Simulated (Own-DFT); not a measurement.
Simulation results for SiC (2H silicon carbide, strained, atoms displaced)

A calculation, not a measurement: plane-wave PBE density functional theory by an unreviewed code, no spin, of a simulated periodic cell, stress positive in tension, free energy of the whole cell less one offset for each atom, forces on such cells passed a denser k mesh, this cell's mesh not checked; offsets are fitted by least squares, one for each functional and potential file, so energies compare only between cells with the same atoms and settings and are not formation energies; the far tail of each file's local potential was reset to the Coulomb form; each entry is a single point on an unrelaxed cell, so the pressure reflects the starting lattice, mostly measured values (interpolated for alloys), from which strain is counted, and rises with the displacements; printed positions are rounded, which can move forces by about a meV/angstrom; the program, named Own-DFT, is a retired in-house code; no spin-orbit coupling; before rounding, a Quantum ESPRESSO 7.3.1 run of the same cell and cutoff gave forces within 1 meV/angstrom rms on each cell, which checks the program and not the settings. Program: Own-DFT development build.

Common to all runs: functional PBE; potential files PseudoDojo norm-conserving, scalar-relativistic, standard set; wave cutoff 42 hartree; occupations Fermi-Dirac; smearing width 0.1 eV; k mesh 5 x 5 x 3 centred on Gamma.

(1) SiC (2H silicon carbide, strained, atoms displaced)

```
cell vectors (Å)
   6.2524     0.0948    -0.0478
  -3.0441     5.3758     0.0145
  -0.0780    -0.0177    10.2063
atoms (fractions of the cell vectors)
Si  0.99938  0.99161  0.99684
Si  0.16975  0.33951  0.25670
C   0.00397  0.00190  0.18648
C   0.16663  0.33072  0.43425
Si  0.00432  0.99398  0.50662
Si  0.17985  0.35737  0.75126
C   0.00445  0.98348  0.68906
C   0.16635  0.32783  0.94317
Si  0.99330  0.49628  0.99294
Si  0.16937  0.83933  0.24423
C   0.01119  0.51510  0.18915
C   0.16764  0.82808  0.44458
Si  0.01010  0.49536  0.49661
Si  0.16693  0.83286  0.74089
C   0.99844  0.49734  0.68576
C   0.17548  0.83914  0.94319
Si  0.51405  0.02202  0.00634
Si  0.66688  0.33621  0.25551
C   0.50141  0.99985  0.19230
C   0.66612  0.35089  0.43985
Si  0.51000  0.00690  0.49415
Si  0.67781  0.34746  0.75444
C   0.49838  0.99253  0.68896
C   0.66710  0.33032  0.94161
Si  0.49655  0.50061  0.99645
Si  0.67505  0.83944  0.25078
C   0.49970  0.49404  0.18955
C   0.67600  0.82832  0.43382
Si  0.48612  0.48903  0.50200
Si  0.65832  0.83903  0.75088
C   0.50634  0.49130  0.68437
C   0.66381  0.83125  0.94240
```

Results for SiC (2H silicon carbide, strained, atoms displaced): free energy of cell above offsets -2.937 eV; pressure -4.05 GPa; stress xx 2.98 GPa; stress yy 6.28 GPa; stress zz 2.89 GPa; stress yz 0.44 GPa; stress xz -3.26 GPa; stress xy 7.64 GPa.

Force:
| element | x (eV/Å) | y (eV/Å) | z (eV/Å) |
| --- | --- | --- | --- |
| Si | -0.315 | 0.551 | 0.726 |
| Si | 0.328 | -0.265 | -2.83 |
| C | -0.874 | 0.71 | 0.128 |
| C | 0.225 | -0.883 | 1.907 |
| Si | -0.506 | -0.344 | -1.138 |
| Si | 1.009 | -2.899 | 0.416 |
| C | -3.29 | 2.615 | -0.003 |
| C | -0.401 | 0.463 | -1.548 |
| Si | 1.41 | 1.307 | 2.187 |
| Si | 0.323 | -0.154 | 1.501 |
| C | -0.664 | -1.812 | -0.312 |
| C | 0.809 | 0.698 | -1.422 |
| Si | -2.055 | 0.668 | 0.407 |
| Si | 1.759 | -0.336 | 2.303 |
| C | 0.201 | 0.233 | 0.099 |
| C | 0.272 | -0.688 | -1.554 |
| Si | -0.294 | -3.189 | -0.044 |
| Si | 0.628 | 0.475 | -0.813 |
| C | 0.118 | 0.965 | -0.117 |
| C | 1.86 | -1.804 | 0.026 |
| Si | -0.086 | -0.561 | 0.693 |
| Si | 0.332 | -2.293 | -0.714 |
| C | -0.775 | 1.766 | -0.908 |
| C | -0.365 | 1.67 | -1.216 |
| Si | -0.043 | -0.013 | 1.865 |
| Si | 0.43 | -1.086 | -0.572 |
| C | -0.601 | 0.884 | -0.339 |
| C | -0.914 | 0.504 | 1.383 |
| Si | 0.808 | 1.835 | -0.682 |
| Si | 2.587 | -0.987 | 0.268 |
| C | -1.927 | 1.418 | 1.152 |
| C | 0.012 | 0.552 | -0.851 |

(2) SiC (2H silicon carbide, strained, atoms displaced)

```
cell vectors (Å)
   6.0952    -0.1035    -0.0435
  -3.1373     5.3127     0.0513
  -0.0711     0.0557    10.0751
atoms (fractions of the cell vectors)
Si  0.99336  0.99364  0.99661
Si  0.16594  0.33242  0.25360
C   0.00355  0.99340  0.18935
C   0.15401  0.33823  0.43456
Si  0.99981  0.99335  0.49790
Si  0.15381  0.33298  0.76289
C   0.01165  0.99711  0.69052
C   0.14377  0.32494  0.94006
Si  0.00829  0.50727  0.99934
Si  0.16961  0.81364  0.25409
C   0.00875  0.50628  0.18683
C   0.16665  0.83820  0.44419
Si  0.00345  0.50227  0.49985
Si  0.17597  0.82807  0.76024
C   0.99127  0.48590  0.69557
C   0.17436  0.82929  0.93844
Si  0.49496  0.00066  0.99894
Si  0.67633  0.32848  0.24922
C   0.48002  0.99344  0.19223
C   0.67807  0.33403  0.43817
Si  0.49865  0.99570  0.50178
Si  0.66055  0.32901  0.74436
C   0.49589  0.01489  0.69142
C   0.66401  0.33018  0.93133
Si  0.50800  0.49540  0.00344
Si  0.67791  0.83840  0.24562
C   0.49276  0.49622  0.18562
C   0.65759  0.82088  0.44281
Si  0.51514  0.50977  0.49647
Si  0.65137  0.83779  0.76146
C   0.49371  0.49878  0.69501
C   0.67620  0.85061  0.93490
```

The calculation gives: free energy of cell above offsets -1.710 eV; pressure 11.87 GPa; stress xx -12.14 GPa; stress yy -15.39 GPa; stress zz -8.07 GPa; stress yz 1.68 GPa; stress xz -1.56 GPa; stress xy -9 GPa.

Force:
| element | x (eV/Å) | y (eV/Å) | z (eV/Å) |
| --- | --- | --- | --- |
| Si | 1.691 | 0.785 | 1.433 |
| Si | 0.136 | -0.595 | -0.988 |
| C | 0.584 | 0.425 | -0.545 |
| C | 2.298 | -0.727 | 0.743 |
| Si | -0.791 | 1.505 | 1.9 |
| Si | 1.928 | -1.512 | -3.001 |
| C | -1.669 | -0.124 | 0.585 |
| C | 2.477 | 0.975 | 1.469 |
| Si | -0.999 | -1.634 | 0.484 |
| Si | -2.938 | 1.96 | 1.253 |
| C | -0.044 | -2.219 | -0.654 |
| C | 0.452 | -0.881 | -1.498 |
| Si | 0.435 | 0.089 | 1.931 |
| Si | -2.52 | -0.195 | -2.558 |
| C | 0.513 | 1.897 | -1.634 |
| C | -1.937 | 0.559 | 0.622 |
| Si | 1.551 | 0.818 | 1.306 |
| Si | -1.882 | 0.356 | 0.266 |
| C | 3.931 | 1.253 | -1.502 |
| C | -1.625 | -0.381 | -0.379 |
| Si | 0.569 | 0.556 | 0.665 |
| Si | -1.142 | 2.214 | 1.559 |
| C | 1.64 | -2.879 | -1.221 |
| C | -0.074 | 0.687 | 1.587 |
| Si | -1.566 | 0.176 | -1.446 |
| Si | -1.766 | -1.231 | 1.02 |
| C | 1.723 | 0.451 | 0.861 |
| C | 0.087 | 2.996 | -1.975 |
| Si | -1.449 | -3.481 | 2.036 |
| Si | 2.476 | -0.191 | -4.13 |
| C | -0.433 | 0.817 | -0.834 |
| C | -1.659 | -2.468 | 2.643 |

(3) SiC (2H silicon carbide, strained, atoms displaced)

```
cell vectors (Å)
   6.1960     0.1105    -0.0224
  -3.0023     5.2789    -0.0585
  -0.0366    -0.1314    10.2611
atoms (fractions of the cell vectors)
Si  0.01064  0.00852  0.00096
Si  0.16319  0.32379  0.24706
C   0.99549  0.99587  0.18940
C   0.16748  0.34132  0.43539
Si  0.01913  0.00479  0.49830
Si  0.15822  0.30924  0.75428
C   0.00694  0.99964  0.69141
C   0.16445  0.32612  0.93253
Si  0.00483  0.51258  0.99683
Si  0.16457  0.82154  0.25293
C   0.01030  0.51995  0.18969
C   0.17299  0.83454  0.43972
Si  0.98518  0.49852  0.49998
Si  0.18563  0.84595  0.75509
C   0.00173  0.50115  0.69401
C   0.17662  0.84818  0.93652
Si  0.50182  0.01301  0.00544
Si  0.65016  0.31975  0.25181
C   0.49747  0.00500  0.19224
C   0.65590  0.32415  0.43946
Si  0.49210  0.00470  0.50505
Si  0.66715  0.33503  0.74272
C   0.49859  0.99450  0.68167
C   0.65934  0.32806  0.93579
Si  0.50056  0.51032  0.99643
Si  0.68111  0.83273  0.25229
C   0.50011  0.50769  0.18975
C   0.68011  0.83744  0.43838
Si  0.49435  0.49665  0.50588
Si  0.66841  0.81909  0.74147
C   0.50810  0.51151  0.68997
C   0.65770  0.83237  0.94210
```

Results for SiC (2H silicon carbide, strained, atoms displaced): free energy of cell above offsets -2.801 eV; pressure 0.41 GPa; stress xx 2.35 GPa; stress yy -7.88 GPa; stress zz 4.3 GPa; stress yz -5.69 GPa; stress xz -0.88 GPa; stress xy 6.78 GPa.

Force:
| element | x (eV/Å) | y (eV/Å) | z (eV/Å) |
| --- | --- | --- | --- |
| Si | -1.692 | -1.047 | 0.184 |
| Si | -0.155 | 2.097 | 0.603 |
| C | 1.042 | 0.106 | -0.708 |
| C | 0.195 | -0.632 | 0.622 |
| Si | -2.394 | 0.386 | 0.517 |
| Si | -0.633 | 3.599 | -0.739 |
| C | -0.009 | -1.722 | -1.488 |
| C | -0.257 | 1.282 | 1.705 |
| Si | -0.271 | -0.83 | 0.196 |
| Si | 0.114 | 3.322 | 0.668 |
| C | -0.367 | -4.542 | -1.31 |
| C | -0.057 | -0.882 | -0.527 |
| Si | 1.382 | 0.01 | 0.696 |
| Si | -0.566 | -1.506 | -0.784 |
| C | 0.233 | -0.194 | -0.841 |
| C | 0.356 | -0.82 | 0.64 |
| Si | 0.557 | -0.831 | -0.203 |
| Si | 0.622 | 2.722 | 0.19 |
| C | 0.582 | -1.791 | -0.605 |
| C | -0.08 | 0.798 | -0.007 |
| Si | 2.227 | -1.201 | -1.715 |
| Si | 0.912 | -0.256 | 1.623 |
| C | 0.358 | 0.572 | 1.503 |
| C | 0.546 | 1.587 | -0.232 |
| Si | 0.286 | -1.192 | 0.911 |
| Si | -2.011 | 0.277 | 0.464 |
| C | -0.008 | -1.446 | -0.778 |
| C | -0.5 | -0.168 | 0.793 |
| Si | -0.162 | 1.297 | -1.551 |
| Si | -0.593 | 3.882 | 2.508 |
| C | -0.811 | -4.088 | -1.057 |
| C | 1.153 | 1.21 | -1.278 |

(4) SiC (2H silicon carbide, strained, atoms displaced)

```
cell vectors (Å)
   6.1918    -0.0957    -0.0112
  -3.1788     5.2953     0.0024
  -0.0183    -0.0060    10.1527
atoms (fractions of the cell vectors)
Si  0.00589  0.00502  0.99007
Si  0.17584  0.33781  0.26048
C   0.99881  0.99164  0.18725
C   0.16829  0.33935  0.44158
Si  0.99959  0.00529  0.49492
Si  0.15333  0.33657  0.74216
C   0.00146  0.00217  0.69182
C   0.17383  0.34150  0.93680
Si  0.00887  0.49462  0.00229
Si  0.14555  0.82288  0.24702
C   0.00206  0.51475  0.19377
C   0.17162  0.83808  0.44139
Si  0.99293  0.48840  0.49644
Si  0.16385  0.83384  0.74447
C   0.99594  0.49330  0.69232
C   0.17318  0.84160  0.94135
Si  0.50743  0.00987  0.00064
Si  0.67524  0.33331  0.24604
C   0.50306  0.99840  0.18313
C   0.65510  0.33260  0.44126
Si  0.48708  0.99285  0.50757
Si  0.66711  0.33556  0.75575
C   0.49346  0.00887  0.69044
C   0.66092  0.33269  0.92825
Si  0.51460  0.51218  0.99924
Si  0.64794  0.83015  0.24720
C   0.49761  0.49426  0.18946
C   0.66861  0.83604  0.43640
Si  0.49587  0.50068  0.49740
Si  0.67042  0.83366  0.75645
C   0.51070  0.52689  0.69296
C   0.66543  0.83431  0.93624
```

The calculation gives: free energy of cell above offsets -2.596 eV; pressure 6.59 GPa; stress xx -3.28 GPa; stress yy -14.86 GPa; stress zz -1.63 GPa; stress yz -1.04 GPa; stress xz -0.75 GPa; stress xy -6.33 GPa.

Force:
| element | x (eV/Å) | y (eV/Å) | z (eV/Å) |
| --- | --- | --- | --- |
| Si | 0.2 | -0.07 | 1.979 |
| Si | -1.009 | -1.225 | -2.458 |
| C | -1.785 | 1.385 | -0.147 |
| C | -0.38 | -0.349 | -0.288 |
| Si | 0.521 | -1.332 | 1.449 |
| Si | 2.932 | 0.426 | 2.028 |
| C | -0.276 | -0.047 | -1.458 |
| C | 0.015 | -0.099 | -0.347 |
| Si | -1.25 | 1.213 | -0.493 |
| Si | 1.718 | 3.815 | 1.584 |
| C | 1.956 | -3.888 | -1.645 |
| C | -1.619 | -1.257 | -1.089 |
| Si | -1.227 | 1.443 | 1.325 |
| Si | 0.006 | 0.013 | 1.828 |
| C | -1.14 | 0.912 | -1.895 |
| C | -0.092 | -1.129 | -1.116 |
| Si | -0.224 | -0.882 | -0.696 |
| Si | -1.908 | -0.554 | 1.511 |
| C | -1.284 | 0.312 | 0.562 |
| C | 0.872 | -0.549 | -0.983 |
| Si | 1.753 | 1.137 | -0.778 |
| Si | -1.251 | 0.665 | -2.665 |
| C | 1.521 | -0.784 | -0.014 |
| C | 1.082 | 0.98 | 3.871 |
| Si | -0.841 | -1.694 | 0.23 |
| Si | 2.521 | 0.388 | 0.508 |
| C | 0.476 | 0.267 | -0.535 |
| C | -1.379 | 0.164 | -0.167 |
| Si | 1.314 | 1.254 | 1.849 |
| Si | -1.285 | 2.262 | -0.909 |
| C | -0.074 | -4.069 | -1.825 |
| C | 0.135 | 1.292 | 0.784 |

(5) SiC (2H silicon carbide, strained, atoms displaced)

```
cell vectors (Å)
   6.0863    -0.0822     0.0492
  -3.1143     5.4306     0.0339
   0.0803     0.1104    10.0271
atoms (fractions of the cell vectors)
Si  0.98025  0.99028  0.00167
Si  0.16612  0.33771  0.25151
C   0.01978  0.01974  0.18401
C   0.15735  0.31647  0.44046
Si  0.99945  0.99690  0.49715
Si  0.14400  0.32214  0.75475
C   0.99089  0.99209  0.69766
C   0.16163  0.32968  0.93859
Si  0.98261  0.48882  0.99439
Si  0.16709  0.83189  0.24322
C   0.02049  0.52398  0.18879
C   0.16736  0.82503  0.43605
Si  0.98813  0.49325  0.50433
Si  0.16647  0.83037  0.75260
C   0.99528  0.51113  0.68923
C   0.17048  0.83772  0.94035
Si  0.48655  0.00528  0.99674
Si  0.64085  0.30772  0.24710
C   0.50836  0.00597  0.17902
C   0.65831  0.32335  0.43390
Si  0.50006  0.98205  0.49818
Si  0.65863  0.32846  0.74829
C   0.50504  0.00981  0.68898
C   0.66275  0.33575  0.93974
Si  0.50724  0.49279  0.99952
Si  0.65505  0.83424  0.24194
C   0.52202  0.50908  0.19224
C   0.65414  0.84622  0.43478
Si  0.50351  0.49473  0.49109
Si  0.67461  0.84526  0.75511
C   0.49580  0.48460  0.69362
C   0.67317  0.83594  0.93984
```

It finds free energy of cell above offsets -1.842 eV; pressure 7.26 GPa; stress xx -11.55 GPa; stress yy -2.89 GPa; stress zz -7.34 GPa; stress yz 1.11 GPa; stress xz 1.91 GPa; stress xy -4.02 GPa.

Force:
| element | x (eV/Å) | y (eV/Å) | z (eV/Å) |
| --- | --- | --- | --- |
| Si | 2.955 | 2.152 | -0.002 |
| Si | 0.143 | 0.613 | -0.414 |
| C | -1.213 | -1.477 | 0.917 |
| C | -0.301 | 2.008 | -0.28 |
| Si | -0.07 | -1.103 | 1.002 |
| Si | 1.783 | 1.051 | -1.042 |
| C | 1.665 | 1.167 | -2.466 |
| C | -0.303 | -0.09 | 0.588 |
| Si | 2.834 | 1.948 | 1.976 |
| Si | -0.694 | 1.393 | 1.316 |
| C | -1.017 | -3.823 | -1.224 |
| C | -0.927 | -0.028 | 0.058 |
| Si | 0.892 | -0.068 | -1.452 |
| Si | -0.488 | 0.938 | 0.094 |
| C | 0.973 | -1.269 | 0.25 |
| C | -2.017 | -1.551 | -0.824 |
| Si | 2.521 | -0.53 | -0.014 |
| Si | 2.535 | 3.532 | 0.983 |
| C | -0.879 | -1.025 | 0.369 |
| C | 0.395 | -0.497 | 0.337 |
| Si | -4.03 | 3.075 | 1.817 |
| Si | -0.104 | 0.623 | 0.456 |
| C | 0.597 | -1.519 | -0.227 |
| C | 0.124 | -1.424 | -1.367 |
| Si | -2.814 | 1.426 | 0.504 |
| Si | 2.415 | 0.701 | 1.105 |
| C | -1.888 | -0.838 | -1.139 |
| C | 4.757 | -3.334 | -1.499 |
| Si | -1.271 | 0.218 | 1.927 |
| Si | -1.778 | -2.952 | -0.411 |
| C | -1.888 | 1.934 | -1.346 |
| C | -2.906 | -1.251 | 0.006 |

(6) SiC (2H silicon carbide, strained, atoms displaced)

```
cell vectors (Å)
   6.0471    -0.0514     0.1161
  -3.0681     5.3560     0.0013
   0.1896     0.1119    10.0329
atoms (fractions of the cell vectors)
Si  0.01256  0.01598  0.99521
Si  0.16888  0.32622  0.24506
C   0.00502  0.99910  0.19566
C   0.15290  0.33325  0.43685
Si  0.01487  0.01662  0.48991
Si  0.16314  0.33464  0.75459
C   0.99460  0.99509  0.69120
C   0.16687  0.32402  0.93847
Si  0.02057  0.50711  0.00624
Si  0.15644  0.84966  0.24811
C   0.01079  0.50606  0.19026
C   0.16049  0.83117  0.43326
Si  0.99111  0.49475  0.50166
Si  0.15546  0.83749  0.74336
C   0.98906  0.49713  0.69695
C   0.17108  0.84687  0.93998
Si  0.51120  0.00966  0.99875
Si  0.65177  0.33709  0.25621
C   0.51566  0.99408  0.18939
C   0.65934  0.33395  0.43665
Si  0.50825  0.01024  0.50291
Si  0.66627  0.33446  0.75327
C   0.50558  0.00608  0.69271
C   0.67087  0.32953  0.93207
Si  0.50614  0.51233  0.99096
Si  0.68342  0.85338  0.24227
C   0.49264  0.49395  0.18265
C   0.67100  0.82340  0.43647
Si  0.51383  0.50925  0.49931
Si  0.65030  0.82463  0.75324
C   0.49481  0.49627  0.68533
C   0.65984  0.82997  0.93540
```

It finds free energy of cell above offsets -1.376 eV; pressure 11.77 GPa; stress xx -16.49 GPa; stress yy -9.99 GPa; stress zz -8.82 GPa; stress yz 6.24 GPa; stress xz 5.29 GPa; stress xy -0.74 GPa.

Force:
| element | x (eV/Å) | y (eV/Å) | z (eV/Å) |
| --- | --- | --- | --- |
| Si | -0.52 | -3.401 | 1.384 |
| Si | -1.968 | 1.832 | 1.567 |
| C | -1.003 | 2.556 | -3.909 |
| C | 1.973 | 1.432 | -0.577 |
| Si | -1.03 | -2.498 | 2.472 |
| Si | -0.381 | -1.113 | -1.358 |
| C | -1.152 | 1.429 | -1.319 |
| C | -0.18 | 3.206 | -0.354 |
| Si | -2.344 | 0.241 | -1.024 |
| Si | 5.683 | -3.569 | 0.909 |
| C | -1.3 | -0.156 | 0.263 |
| C | 1.081 | 0.598 | 1.183 |
| Si | -0.007 | 1.19 | 0.085 |
| Si | 1.499 | -0.471 | 1.805 |
| C | 1.98 | 1.206 | -2.171 |
| C | 0.998 | -1.237 | -0.513 |
| Si | -1.063 | -0.496 | 0.625 |
| Si | 2.483 | -0.502 | -2.489 |
| C | -3.7 | 2.536 | -0.989 |
| C | 0.693 | -0.17 | 0.863 |
| Si | -0.107 | -2.169 | -0.602 |
| Si | -1.477 | -0.785 | -0.463 |
| C | -0.766 | -0.414 | -1.198 |
| C | 0.141 | 1.755 | 2.045 |
| Si | 1.285 | -2.581 | 1.729 |
| Si | -1.218 | -4.233 | 2.735 |
| C | 1.383 | 1.742 | -0.327 |
| C | -0.832 | 2.689 | -0.645 |
| Si | -2.356 | -1.106 | 0.372 |
| Si | 1.074 | 0.545 | -1.485 |
| C | 0.293 | 0.392 | 0.821 |
| C | 0.837 | 1.552 | 0.564 |
